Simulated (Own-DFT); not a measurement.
# How much smaller does PBEsol make it? beta-Si3N4, 42 atoms (N24Si18)

The numbers are computed, not measured, by runs of the plane-wave DFT program Own-DFT (in-house, retired, unreviewed) at fixed positions, with no spin and no spin-orbit coupling.

Known weak points: forces on such cells passed a denser k mesh, each cell not checked; stress not checked against mesh or cutoff.

Each geometry was run with PBE and with PBEsol, otherwise alike: PseudoDojo norm-conserving scalar-relativistic files made for PBE; cutoff 42 hartree; 3 x 3 x 3 k mesh centred on Gamma; Fermi-Dirac smearing of 0.1 eV. Unstrained cell vectors in Å: (7.606, 0.000, 0.000); (-3.803, 6.587, 0.000); (0.000, 0.000, 8.727). Each has a uniform strain, of which the change of volume is shown, and random moves of rms u per axis.

| run | volume change (%) | u (Å) | P with PBE (GPa) | P with PBEsol (GPa) |
|---|---|---|---|---|
| 1 | 0.23 | 0.0564 | 8.61 | 6.20 |
| 2 | 0.98 | 0.0454 | 4.41 | 2.01 |
| 3 | -2.46 | 0.0507 | 15.31 | 12.86 |
| 4 | 3.62 | 0.0499 | -0.64 | -3.00 |
| 5 | -0.15 | 0.0479 | 8.64 | 6.21 |
| 6 | -0.25 | 0.0520 | 9.70 | 7.29 |
| 7 | 0.64 | 0.0492 | 6.41 | 4.02 |
| 8 | 1.19 | 0.0463 | 4.23 | 1.83 |
| 9 | 2.02 | 0.0467 | 2.75 | 0.38 |
| 10 | 0.49 | 0.0547 | 7.59 | 5.19 |
| 11 | -1.50 | 0.0485 | 11.57 | 9.13 |
| 12 | 1.59 | 0.0484 | 3.64 | ? |

Question: by how much does PBEsol shrink this cell, and what belongs in the blank?

## Solution

Write v for the change of volume as a fraction. Fitted to v and u², the PBE pressure has a slope of -259 ± 9 GPa in v, with the ions held to the strained lattice. The difference PBEsol less PBE is -2.41 + 1.6 v GPa (slope ± 0.2) and averages -2.41 GPa. Divided by the mean slope of the two, 258 GPa, that makes PBEsol's volume at a given pressure, near 6 GPa, about 0.9 % smaller, or 0.31 % in lengths. At one volume PBEsol's slope is the smaller by 2 GPa, but its pressure there is lower too. If stiffness rises by about 4 GPa for each GPa, PBEsol at equal pressure is stiffer by about 8 GPa. Files made for PBEsol would give a different shift.

For run 12 the line gives 1.25 GPa. The calculation gave 1.25 GPa.
